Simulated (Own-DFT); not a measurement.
GaP (zincblende, atoms displaced) (calculated)

A calculation, not a measurement: plane-wave PBE density functional theory by an unreviewed code, no spin, of a simulated periodic cell, stress positive in tension, free energy of the whole cell less one offset for each atom, forces on such cells passed a denser k mesh, this cell's mesh not checked; offsets are fitted by least squares, one for each functional and potential file, so energies compare only between cells with the same atoms and settings and are not formation energies; the far tail of each file's local potential was reset to the Coulomb form; each entry is a single point on an unrelaxed cell, so the pressure reflects the starting lattice, mostly measured values (interpolated for alloys), from which strain is counted, and rises with the displacements; printed positions are rounded, which can move forces by about a meV/angstrom; the program, named Own-DFT, is a retired in-house code; no spin-orbit coupling; before rounding, a Quantum ESPRESSO 7.3.1 run of the same cell and cutoff gave forces within 1 meV/angstrom rms on each cell, which checks the program and not the settings. Program: Own-DFT development build.

Settings shared by all entries: functional PBE; potential files PseudoDojo norm-conserving, scalar-relativistic, standard set; wave cutoff 42 hartree; occupations Fermi-Dirac; smearing width 0.1 eV; k mesh 2 x 3 x 3 centred on Gamma.

(1) GaP (zincblende, atoms displaced)

```
cell vectors (Å)
  16.3515     0.0000     0.0000
   0.0000    10.9010     0.0000
   0.0000     0.0000    10.9010
atoms (fractions of the cell vectors)
Ga  0.00297  0.99602  0.99499
Ga  0.99641  0.24985  0.23995
Ga  0.16945  0.99562  0.25034
Ga  0.16583  0.24666  0.99604
P   0.08398  0.12425  0.11169
P   0.08258  0.37783  0.38251
P   0.25170  0.12541  0.38252
P   0.24754  0.37186  0.12603
Ga  0.99736  0.99895  0.49210
Ga  0.99754  0.24109  0.74336
Ga  0.16814  0.00110  0.74983
Ga  0.16380  0.25111  0.50216
P   0.08337  0.12582  0.62969
P   0.08226  0.37148  0.88100
P   0.25312  0.12618  0.87009
P   0.24758  0.38018  0.62717
Ga  0.99981  0.51174  0.00726
Ga  0.99918  0.75168  0.25092
Ga  0.16074  0.49845  0.25122
Ga  0.16545  0.74726  0.99934
P   0.08458  0.62396  0.12003
P   0.08056  0.86592  0.36842
P   0.25119  0.62676  0.37762
P   0.25212  0.88318  0.12617
Ga  0.00217  0.50005  0.50516
Ga  0.99833  0.74911  0.74336
Ga  0.16802  0.49546  0.75316
Ga  0.16884  0.75143  0.49878
P   0.08134  0.62507  0.63053
P   0.08527  0.87965  0.87970
P   0.25289  0.63956  0.87205
P   0.24889  0.87512  0.62507
Ga  0.33544  0.99943  0.00149
Ga  0.33391  0.25023  0.23948
Ga  0.49852  0.98995  0.25256
Ga  0.50301  0.25841  0.00359
P   0.41843  0.13069  0.12117
P   0.42211  0.38056  0.37483
P   0.58453  0.12739  0.37736
P   0.58708  0.37685  0.11924
Ga  0.33898  0.99907  0.50744
Ga  0.33127  0.25128  0.75742
Ga  0.50280  0.00050  0.75018
Ga  0.50356  0.24812  0.49331
P   0.41511  0.13032  0.63345
P   0.41430  0.37760  0.88574
P   0.58299  0.12456  0.87993
P   0.58356  0.36846  0.62788
Ga  0.32873  0.49905  0.99742
Ga  0.33404  0.74855  0.25296
Ga  0.49850  0.50577  0.25302
Ga  0.50072  0.75394  0.99778
P   0.41658  0.62177  0.12447
P   0.41598  0.88130  0.37831
P   0.59009  0.62206  0.38108
P   0.58328  0.87488  0.12315
Ga  0.33139  0.49376  0.50048
Ga  0.33235  0.74818  0.75294
Ga  0.49945  0.49358  0.74613
Ga  0.49817  0.75130  0.50761
P   0.41667  0.61951  0.63352
P   0.41393  0.88017  0.87264
P   0.58415  0.62485  0.87653
P   0.58363  0.87708  0.61955
Ga  0.66886  0.99174  0.99839
Ga  0.66608  0.25226  0.25879
Ga  0.83405  0.00399  0.24650
Ga  0.83389  0.25074  0.00034
P   0.74914  0.13372  0.12759
P   0.75111  0.38514  0.38485
P   0.91740  0.12897  0.37545
P   0.91648  0.36735  0.12620
Ga  0.67311  0.99391  0.49816
Ga  0.66782  0.24656  0.75057
Ga  0.83031  0.00085  0.74602
Ga  0.83590  0.25058  0.50596
P   0.74347  0.13226  0.62881
P   0.74928  0.36953  0.87448
P   0.92003  0.12980  0.87457
P   0.91655  0.37840  0.62284
Ga  0.66589  0.49284  0.99337
Ga  0.66953  0.74789  0.24762
Ga  0.83377  0.50089  0.24068
Ga  0.83628  0.76552  0.99569
P   0.74526  0.62041  0.12502
P   0.75286  0.87322  0.38284
P   0.91564  0.61723  0.37737
P   0.91924  0.87404  0.12280
Ga  0.66804  0.49354  0.49723
Ga  0.66492  0.75481  0.75058
Ga  0.83396  0.50390  0.75420
Ga  0.83115  0.75884  0.50558
P   0.74928  0.61770  0.62814
P   0.74797  0.87880  0.87091
P   0.91780  0.61268  0.86655
P   0.91633  0.87806  0.62439
```

```
free energy of cell above offsets : -49.892 eV
pressure                          : 3.25 GPa
stress xx                         : -3.4 GPa
stress yy                         : -3.09 GPa
stress zz                         : -3.25 GPa
stress yz                         : -0.17 GPa
stress xz                         : 0.48 GPa
stress xy                         : 0.43 GPa
```

Force:
| element | x (eV/Å) | y (eV/Å) | z (eV/Å) |
| --- | --- | --- | --- |
| Ga | -0.777 | 0.671 | 0.284 |
| Ga | 1.495 | -0.593 | 1.109 |
| Ga | -0.641 | 0.972 | 0.33 |
| Ga | 0.633 | 0.24 | -0.204 |
| P | -0.081 | -0.353 | 1.784 |
| P | -0.414 | -0.636 | -1.032 |
| P | 0.01 | 0.041 | -0.563 |
| P | -0.425 | 0.532 | -0.269 |
| Ga | 0.77 | 0.044 | 0.438 |
| Ga | 0.186 | 1.567 | 0.423 |
| Ga | -0.004 | 0.01 | 0.13 |
| Ga | 0.495 | -0.149 | 0.108 |
| P | 0.042 | -0.849 | -1.097 |
| P | -0.417 | 0.523 | -0.664 |
| P | -0.691 | -0.657 | 0.98 |
| P | 0.407 | -1.012 | -0.084 |
| Ga | -0.419 | -1.803 | -0.843 |
| Ga | -0.614 | -1.416 | -0.348 |
| Ga | 0.868 | 0.038 | 0.191 |
| Ga | 0.57 | 0.897 | 0.179 |
| P | 0.041 | 0.776 | 1.196 |
| P | 0.871 | 1.237 | 0.862 |
| P | -0.311 | -0.528 | -0.399 |
| P | -0.031 | -1.435 | -0.199 |
| Ga | -0.329 | 0.3 | -0.182 |
| Ga | 0.154 | 0.356 | 0.97 |
| Ga | -0.578 | 0.793 | 0.691 |
| Ga | -0.622 | -0.341 | 0.304 |
| P | 1.028 | -0.003 | -0.579 |
| P | -0.005 | -1.143 | -1.24 |
| P | -1.178 | -2.093 | 0.902 |
| P | 0.393 | -0.051 | -0.004 |
| Ga | -0.068 | 0.771 | -0.209 |
| Ga | 0.091 | 0.048 | 1.376 |
| Ga | 0.478 | 1.546 | -0.472 |
| Ga | -0.215 | -0.659 | -0.305 |
| P | 0.399 | -0.923 | 0.32 |
| P | -1.038 | -0.912 | -0.061 |
| P | 0.192 | -1.471 | -0.493 |
| P | -0.44 | 0.106 | 1.588 |
| Ga | -0.812 | 0.651 | 0.198 |
| Ga | 0.473 | 0.901 | -0.587 |
| Ga | -0.236 | 0.305 | 0.013 |
| Ga | -0.826 | 0.227 | 1.054 |
| P | 0.742 | -0.012 | -0.681 |
| P | 0.431 | -0.232 | -1.167 |
| P | 0.226 | -0.025 | -0.134 |
| P | 0.124 | 0.301 | -0.397 |
| Ga | -0.218 | 0.636 | 0.542 |
| Ga | 0.102 | 0.301 | -0.361 |
| Ga | 1.141 | 0.027 | -0.396 |
| Ga | -0.518 | -0.476 | -0.078 |
| P | -0.201 | 0.681 | -0.165 |
| P | 0.041 | -1.37 | 0.169 |
| P | -1.264 | 0.856 | -0.432 |
| P | 0.276 | -0.277 | 0.499 |
| Ga | 0.538 | 0.574 | -0.015 |
| Ga | 0.879 | 0.984 | -1.021 |
| Ga | 0.262 | 0.067 | 0.985 |
| Ga | 0.071 | -0.682 | -0.63 |
| P | -0.468 | 0.48 | -0.917 |
| P | 0.71 | -0.545 | -0.022 |
| P | -0.333 | -0.039 | -0.504 |
| P | 0.152 | 0.143 | 0.63 |
| Ga | -0.36 | 1.441 | 0.613 |
| Ga | 0.312 | 0.73 | -0.27 |
| Ga | -0.107 | -0.083 | 0.295 |
| Ga | -0.045 | -0.255 | -0.314 |
| P | -0.105 | -1.017 | -0.18 |
| P | 1.094 | -1.729 | -1.639 |
| P | -0.264 | -0.145 | -0.363 |
| P | -0.368 | 1.726 | -0.814 |
| Ga | -1.011 | 1.167 | 0.362 |
| Ga | -1.122 | 0.481 | 0.959 |
| Ga | 0.367 | 0.856 | 0.277 |
| Ga | -0.65 | 0.164 | -0.321 |
| P | 1.579 | -1.287 | -1.115 |
| P | 0.578 | 0.416 | -0.234 |
| P | -1.035 | -1.132 | 0.189 |
| P | 0.117 | -0.319 | 0.794 |
| Ga | 0.283 | 0.727 | 0.058 |
| Ga | -0.418 | 0.188 | 0.621 |
| Ga | -0.138 | -0.162 | 0.83 |
| Ga | -0.527 | -1.936 | -0.238 |
| P | 1.042 | 0.562 | -1.095 |
| P | -0.025 | 0.258 | -2.017 |
| P | -0.017 | 1.04 | -0.201 |
| P | -0.018 | 0.704 | 0.334 |
| Ga | -0.777 | 0.588 | 1.589 |
| Ga | -0.041 | -0.887 | -0.384 |
| Ga | -0.919 | -1.434 | -0.814 |
| Ga | 0.558 | -1.895 | 0.224 |
| P | -0.149 | 1.133 | -0.098 |
| P | 0.606 | -0.33 | -0.101 |
| P | 0.421 | 2.32 | 1.453 |
| P | 0.026 | 0.193 | 0.099 |

(2) GaP (zincblende, atoms displaced)

```
cell vectors (Å)
  16.3515     0.0000     0.0000
   0.0000    10.9010     0.0000
   0.0000     0.0000    10.9010
atoms (fractions of the cell vectors)
Ga  0.99773  0.00017  0.00226
Ga  0.99862  0.24660  0.25858
Ga  0.16759  0.99780  0.25357
Ga  0.17204  0.25344  0.99774
P   0.07826  0.12617  0.12669
P   0.08490  0.38665  0.37268
P   0.24965  0.12706  0.37652
P   0.25290  0.38665  0.12674
Ga  0.99818  0.99899  0.50009
Ga  0.00021  0.24647  0.74830
Ga  0.16654  0.00964  0.74858
Ga  0.17143  0.25463  0.49861
P   0.08673  0.13129  0.62070
P   0.09004  0.37342  0.87776
P   0.24837  0.12076  0.87189
P   0.24871  0.37581  0.62782
Ga  0.00359  0.49734  0.99729
Ga  0.00309  0.74932  0.25142
Ga  0.16307  0.50293  0.25078
Ga  0.16181  0.75146  0.99979
P   0.08509  0.62874  0.12479
P   0.07884  0.87824  0.36443
P   0.25359  0.62969  0.36748
P   0.25015  0.87562  0.12502
Ga  0.00314  0.50228  0.49306
Ga  0.99511  0.75200  0.75735
Ga  0.16718  0.50967  0.74650
Ga  0.16919  0.75691  0.50084
P   0.08442  0.62472  0.62922
P   0.08397  0.87053  0.86592
P   0.25041  0.62547  0.86992
P   0.24836  0.88191  0.62664
Ga  0.32815  0.00156  0.99913
Ga  0.33342  0.25893  0.24717
Ga  0.49809  0.99935  0.24677
Ga  0.49994  0.25804  0.98492
P   0.41102  0.13224  0.11848
P   0.41601  0.37745  0.37675
P   0.57987  0.12869  0.37502
P   0.58188  0.37665  0.13269
Ga  0.33447  0.99987  0.50518
Ga  0.33399  0.24713  0.75174
Ga  0.50620  0.99173  0.74767
Ga  0.50319  0.24906  0.50743
P   0.41530  0.11854  0.63078
P   0.41326  0.37714  0.87873
P   0.58877  0.12621  0.88008
P   0.58409  0.37714  0.63060
Ga  0.33541  0.49639  0.99729
Ga  0.33132  0.74245  0.24769
Ga  0.50184  0.50170  0.25233
Ga  0.49890  0.75422  0.99051
P   0.41458  0.62308  0.12278
P   0.41472  0.87229  0.36926
P   0.58155  0.62469  0.37384
P   0.58589  0.88206  0.13029
Ga  0.33596  0.50599  0.49583
Ga  0.33968  0.74842  0.75068
Ga  0.49809  0.50056  0.74656
Ga  0.49978  0.75580  0.49817
P   0.41772  0.62747  0.63221
P   0.41276  0.87370  0.87036
P   0.58251  0.62429  0.88385
P   0.58427  0.87355  0.61813
Ga  0.66879  0.00450  0.00264
Ga  0.66828  0.24887  0.25538
Ga  0.82805  0.99769  0.25325
Ga  0.83452  0.25472  0.99201
P   0.75233  0.12755  0.12833
P   0.74530  0.36815  0.37328
P   0.91397  0.12414  0.37219
P   0.91863  0.37198  0.10686
Ga  0.66217  0.99908  0.49533
Ga  0.66336  0.25622  0.74857
Ga  0.83180  0.99846  0.74998
Ga  0.83153  0.24509  0.50445
P   0.74613  0.12265  0.62432
P   0.74490  0.37594  0.88020
P   0.92362  0.12636  0.87875
P   0.91914  0.37500  0.63036
Ga  0.66849  0.49906  0.00793
Ga  0.66835  0.75303  0.25433
Ga  0.82978  0.50687  0.24370
Ga  0.83235  0.75584  0.00671
P   0.74709  0.63891  0.12158
P   0.74785  0.86772  0.37523
P   0.91266  0.63209  0.37491
P   0.91879  0.87859  0.13102
Ga  0.66841  0.49664  0.50739
Ga  0.66550  0.74651  0.75460
Ga  0.83488  0.50206  0.74537
Ga  0.83659  0.74567  0.49859
P   0.75550  0.63181  0.62454
P   0.74830  0.86622  0.87244
P   0.91476  0.62208  0.87661
P   0.91453  0.87086  0.62127
```

```
free energy of cell above offsets : -50.341 eV
pressure                          : 3.18 GPa
stress xx                         : -3.2 GPa
stress yy                         : -3.19 GPa
stress zz                         : -3.16 GPa
stress yz                         : -0.3 GPa
stress xz                         : 0.06 GPa
stress xy                         : -0.09 GPa
```

Force:
| element | x (eV/Å) | y (eV/Å) | z (eV/Å) |
| --- | --- | --- | --- |
| Ga | 0.864 | -0.561 | -0.091 |
| Ga | 0.091 | 0.888 | -0.969 |
| Ga | -0.132 | 0.707 | -0.68 |
| Ga | -0.249 | -0.383 | 0.974 |
| P | 1.366 | 0.098 | -0.024 |
| P | -0.26 | -1.795 | 0.189 |
| P | 0.543 | -0.032 | -0.35 |
| P | -0.827 | -0.798 | -0.059 |
| Ga | 0.244 | 0.253 | -0.08 |
| Ga | 0.816 | 0.5 | 0.329 |
| Ga | -0.579 | -0.849 | -0.317 |
| Ga | -0.458 | 0.248 | -0.197 |
| P | -0.73 | -0.398 | -0.247 |
| P | -0.612 | 0.439 | -0.996 |
| P | 0.327 | 0.809 | 0.497 |
| P | 0.803 | 0.496 | -0.231 |
| Ga | 0.251 | 0.406 | -0.253 |
| Ga | -0.801 | -0.32 | -0.486 |
| Ga | 1.031 | 0.612 | -0.545 |
| Ga | 1.059 | 0.158 | -0.411 |
| P | -0.707 | -0.526 | -0.049 |
| P | 0.85 | -0.091 | 1.727 |
| P | -1.394 | -0.726 | 1.45 |
| P | -0.342 | -0.346 | -0.033 |
| Ga | -0.771 | 0.552 | 0.994 |
| Ga | 0.082 | -0.579 | -0.84 |
| Ga | 0.138 | -1.18 | 0.503 |
| Ga | -0.547 | -0.296 | -0.416 |
| P | -0.785 | 0.957 | -0.958 |
| P | -0.175 | 1.217 | 0.867 |
| P | 0.305 | 0.359 | 0.817 |
| P | 0.574 | -0.595 | 0.286 |
| Ga | 0.549 | -0.204 | 0.06 |
| Ga | -0.219 | -0.5 | 0.359 |
| Ga | -0.502 | 0.698 | -0.06 |
| Ga | 0.416 | -0.722 | 1.637 |
| P | 0.937 | -0.268 | -0.002 |
| P | 0.725 | -0.312 | 0.235 |
| P | 0.087 | -0.48 | -0.169 |
| P | 0.303 | -0.557 | -0.819 |
| Ga | -0.22 | -0.12 | -0.867 |
| Ga | -0.286 | 0.224 | -0.123 |
| Ga | -0.503 | 0.675 | 0.636 |
| Ga | -0.943 | 0.113 | -0.173 |
| P | 1.001 | 0.591 | -0.063 |
| P | 0.446 | -0.144 | -1.635 |
| P | -0.882 | -0.086 | -0.963 |
| P | -0.559 | 0.218 | -0.451 |
| Ga | -0.731 | 1.244 | 0.224 |
| Ga | 0.75 | 1.094 | -0.891 |
| Ga | -0.806 | 0.047 | -0.172 |
| Ga | -0.146 | 0.185 | 1.388 |
| P | 0.852 | 0.248 | -0.225 |
| P | -0.17 | 0.322 | 0.395 |
| P | 0.674 | 0.192 | 0.754 |
| P | -0.363 | -0.649 | -0.799 |
| Ga | -0.448 | -0.228 | 0.636 |
| Ga | -1.758 | 0.198 | -0.21 |
| Ga | 0.248 | 0.043 | 1.076 |
| Ga | -0.365 | -0.693 | -0.225 |
| P | 0.271 | -0.087 | -1.608 |
| P | 0.846 | 1.071 | 0.672 |
| P | 0.163 | -0.574 | -0.978 |
| P | 0.386 | -0.417 | 0.752 |
| Ga | 0.453 | -0.548 | 0.197 |
| Ga | -0.891 | -0.464 | -0.908 |
| Ga | 0.41 | -0.081 | -0.149 |
| Ga | -0.38 | -0.81 | 0.106 |
| P | 0.048 | 0.209 | -0.509 |
| P | 1.386 | 1.303 | 0.812 |
| P | -0.23 | -0.185 | 0.887 |
| P | -0.117 | 0.577 | 2.395 |
| Ga | 0.522 | 0.224 | -0.193 |
| Ga | 0.742 | -0.842 | 0.544 |
| Ga | 0.248 | 0.114 | 0.201 |
| Ga | 0.268 | 0.465 | -0.2 |
| P | -0.05 | 0.073 | 0.29 |
| P | 0.725 | 0.276 | -1.038 |
| P | -1.538 | -0.354 | -0.833 |
| P | -0.197 | -0.049 | -1.052 |
| Ga | -0.549 | 0.256 | 0.25 |
| Ga | -1.117 | -0.426 | -0.417 |
| Ga | 0.244 | -0.714 | -0.179 |
| Ga | 0.857 | 0.033 | -0.614 |
| P | 0.022 | -1.149 | 0.504 |
| P | 0.594 | 0.935 | 0.878 |
| P | 1.138 | -1.368 | -0.831 |
| P | -0.541 | -0.315 | -0.225 |
| Ga | 0.109 | 0.667 | -0.698 |
| Ga | -0.342 | -0.3 | -0.636 |
| Ga | -0.392 | -0.322 | 0.682 |
| Ga | -0.734 | 0.989 | 0.107 |
| P | -1.11 | -0.828 | 0.225 |
| P | 0.31 | 1.372 | 0.581 |
| P | 0.055 | 0.318 | 0.532 |
| P | 0.332 | 0.601 | 0.504 |

(3) GaP (zincblende, atoms displaced)

```
cell vectors (Å)
  16.3515     0.0000     0.0000
   0.0000    10.9010     0.0000
   0.0000     0.0000    10.9010
atoms (fractions of the cell vectors)
Ga  0.00159  0.99885  0.99499
Ga  0.99447  0.25222  0.25397
Ga  0.16215  0.99962  0.24378
Ga  0.17192  0.25241  0.00303
P   0.07634  0.12352  0.12356
P   0.08330  0.37366  0.37161
P   0.24841  0.12882  0.37654
P   0.24370  0.37302  0.12324
Ga  0.00387  0.99564  0.49669
Ga  0.00095  0.25419  0.75055
Ga  0.16679  0.99610  0.74713
Ga  0.16696  0.25064  0.50126
P   0.08219  0.12556  0.62197
P   0.08312  0.37708  0.88052
P   0.25167  0.11830  0.87625
P   0.25231  0.36947  0.62512
Ga  0.00454  0.50095  0.99628
Ga  0.99550  0.75310  0.25069
Ga  0.16229  0.50054  0.26010
Ga  0.16191  0.74419  0.99333
P   0.08268  0.62607  0.12149
P   0.08262  0.87229  0.38143
P   0.24695  0.63761  0.37197
P   0.25008  0.87771  0.11277
Ga  0.99418  0.49713  0.49262
Ga  0.00066  0.75680  0.75386
Ga  0.16041  0.49327  0.75458
Ga  0.17141  0.74914  0.50501
P   0.08827  0.62569  0.62704
P   0.08613  0.87268  0.87393
P   0.25005  0.61865  0.86927
P   0.25215  0.87031  0.62498
Ga  0.33408  0.00298  0.00433
Ga  0.33827  0.24297  0.24984
Ga  0.50327  0.99715  0.25478
Ga  0.49588  0.25829  0.00568
P   0.41914  0.12496  0.13154
P   0.41609  0.37609  0.37717
P   0.58400  0.12890  0.37297
P   0.58079  0.36976  0.12034
Ga  0.33753  0.98420  0.49546
Ga  0.33387  0.25754  0.74897
Ga  0.49888  0.99628  0.74746
Ga  0.50211  0.25838  0.50743
P   0.41653  0.12675  0.62906
P   0.41684  0.37190  0.87178
P   0.58650  0.11866  0.87974
P   0.58852  0.37625  0.62885
Ga  0.33908  0.50220  0.00316
Ga  0.33387  0.75159  0.25160
Ga  0.49621  0.50327  0.24602
Ga  0.50047  0.75505  0.99860
P   0.42050  0.63076  0.13055
P   0.41359  0.86750  0.38075
P   0.58289  0.62741  0.37813
P   0.58447  0.86910  0.12465
Ga  0.33618  0.50447  0.50072
Ga  0.33612  0.75500  0.75416
Ga  0.50288  0.50047  0.74662
Ga  0.49758  0.75104  0.51016
P   0.42030  0.62170  0.63339
P   0.41431  0.87019  0.87476
P   0.58198  0.62221  0.88081
P   0.58486  0.88685  0.62495
Ga  0.66987  0.99964  0.00207
Ga  0.66897  0.24242  0.25064
Ga  0.83906  0.98979  0.25622
Ga  0.83419  0.24525  0.99927
P   0.74862  0.13150  0.11934
P   0.74833  0.37929  0.37742
P   0.91556  0.12814  0.36796
P   0.91639  0.37550  0.13661
Ga  0.66513  0.99855  0.49606
Ga  0.66732  0.25148  0.75029
Ga  0.83260  0.00276  0.74369
Ga  0.83577  0.24645  0.50341
P   0.74659  0.13091  0.62850
P   0.75092  0.38256  0.87549
P   0.91357  0.12541  0.87676
P   0.91368  0.36734  0.62092
Ga  0.66590  0.49584  0.00296
Ga  0.67024  0.74943  0.25376
Ga  0.83167  0.50711  0.25011
Ga  0.83255  0.75748  0.00686
P   0.74827  0.61460  0.12671
P   0.74674  0.86488  0.37590
P   0.91692  0.62494  0.37545
P   0.91662  0.87937  0.12230
Ga  0.66321  0.50968  0.49528
Ga  0.66692  0.74444  0.74978
Ga  0.83043  0.49515  0.75319
Ga  0.83581  0.74571  0.49311
P   0.75720  0.61827  0.62148
P   0.74829  0.88338  0.87487
P   0.91641  0.62037  0.87517
P   0.91746  0.86860  0.62586
```

```
free energy of cell above offsets : -49.744 eV
pressure                          : 3.28 GPa
stress xx                         : -3.28 GPa
stress yy                         : -3.19 GPa
stress zz                         : -3.36 GPa
stress yz                         : -0.27 GPa
stress xz                         : -0.21 GPa
stress xy                         : 0.01 GPa
```

Force:
| element | x (eV/Å) | y (eV/Å) | z (eV/Å) |
| --- | --- | --- | --- |
| Ga | -0.214 | 0.175 | -0.164 |
| Ga | 1.091 | -0.161 | -0.58 |
| Ga | 0.481 | 0.029 | 0.405 |
| Ga | -1.219 | -1.369 | -0.772 |
| P | 0.646 | 0.718 | 0.058 |
| P | -0.567 | -0.359 | 0.956 |
| P | 0.383 | -1.194 | -0.348 |
| P | 1.935 | 1.117 | 1.376 |
| Ga | -1.136 | 0.676 | 0.427 |
| Ga | -0.194 | -0.413 | 0.138 |
| Ga | 0.192 | 0.454 | -0.11 |
| Ga | 0.004 | 0.011 | -0.082 |
| P | 0.172 | -0.089 | 0.518 |
| P | 0.104 | -1.29 | -0.257 |
| P | -0.169 | 0.955 | -0.476 |
| P | -0.775 | 1.261 | -0.235 |
| Ga | -1.258 | 0 | 0.925 |
| Ga | 0.759 | -0.164 | -0.215 |
| Ga | 0.651 | 0.529 | -1.216 |
| Ga | 1.305 | -0.139 | 0.215 |
| P | -0.187 | 0.077 | 1.002 |
| P | 0.691 | -0.442 | -1.004 |
| P | 0.647 | -1.591 | 0.178 |
| P | -0.521 | -0.812 | 1.197 |
| Ga | 1.092 | -0.115 | 1.057 |
| Ga | 0.005 | -1.288 | -0.195 |
| Ga | 1.19 | 0.273 | -0.799 |
| Ga | -0.884 | 0.143 | -0.001 |
| P | -1.285 | -0.293 | -0.293 |
| P | -0.5 | 0.599 | -0.076 |
| P | 0.211 | 0.345 | 0.506 |
| P | 0.208 | 0.543 | 0.32 |
| Ga | 0.546 | 0.072 | -0.356 |
| Ga | -1.323 | 0.885 | 0.424 |
| Ga | -0.233 | -0.31 | -0.07 |
| Ga | 0.274 | -1.458 | -1.021 |
| P | 0.317 | -0.642 | -0.682 |
| P | 0.242 | 0.075 | -0.287 |
| P | -0.331 | -0.292 | 0.669 |
| P | 0.633 | 0.785 | 1.348 |
| Ga | -1.304 | 2.37 | 1.055 |
| Ga | -0.236 | -1.379 | 0.372 |
| Ga | -0.012 | 0.776 | 0.856 |
| Ga | -0.206 | -0.604 | -0.253 |
| P | -0.035 | -0.338 | -0.694 |
| P | 0.262 | 0.867 | 0.352 |
| P | -1.053 | 0.864 | -0.312 |
| P | -0.287 | 0.521 | -0.456 |
| Ga | -0.837 | -0.161 | -0.109 |
| Ga | -0.573 | 0.359 | -0.928 |
| Ga | 1.064 | -0.752 | 0.742 |
| Ga | -0.043 | -0.464 | -0.001 |
| P | -0.746 | 0.191 | -0.797 |
| P | 1.64 | -0.168 | -1.18 |
| P | -0.928 | 0.556 | -0.603 |
| P | 0.346 | 0.665 | 0.395 |
| Ga | -0.697 | 0.088 | -0.053 |
| Ga | -0.878 | -1.326 | -0.454 |
| Ga | 0.278 | -0.623 | 0.883 |
| Ga | 0.775 | -0.002 | -0.225 |
| P | -0.827 | 0.604 | -0.483 |
| P | 0.763 | 1.255 | 0.632 |
| P | 0.251 | 0.219 | -0.44 |
| P | -0.114 | -1.768 | 0.09 |
| Ga | -0.55 | 0.077 | 0.353 |
| Ga | -0.066 | 1.202 | -0.13 |
| Ga | -1.368 | 0.871 | -0.413 |
| Ga | 0.004 | 1.32 | 0.347 |
| P | 0.658 | -1.337 | 0.946 |
| P | 0.183 | -0.453 | -0.132 |
| P | -0.031 | -1.02 | 1.523 |
| P | -0.255 | 0.554 | -1.662 |
| Ga | 0.48 | 0.766 | -0.005 |
| Ga | -0.194 | -0.061 | 1.145 |
| Ga | 0.044 | -0.158 | 0.226 |
| Ga | -1.135 | -0.203 | -0.864 |
| P | 0.528 | -0.892 | -1.033 |
| P | -0.397 | -1.424 | 0.513 |
| P | 0.828 | -0.278 | -0.802 |
| P | 0.735 | 1.127 | 0.84 |
| Ga | -0.342 | -0.037 | -0.194 |
| Ga | -0.963 | -1.055 | -0.949 |
| Ga | 0.223 | -1.039 | 0.561 |
| Ga | -0.517 | -0.978 | -0.878 |
| P | -0.031 | 1.657 | -0.345 |
| P | 1.146 | 1.381 | 0.446 |
| P | -0.089 | 0.095 | -0.8 |
| P | 0.491 | -0.36 | 0.154 |
| Ga | 0.827 | -0.927 | 0.71 |
| Ga | 0.27 | 0.328 | -0.104 |
| Ga | 1.08 | 0.333 | -0.596 |
| Ga | -0.237 | 0.268 | 0.973 |
| P | -1.09 | 0.741 | 0.095 |
| P | 0.567 | -1.208 | -0.319 |
| P | -0.066 | 0.745 | 0.106 |
| P | -0.318 | 0.921 | -0.585 |
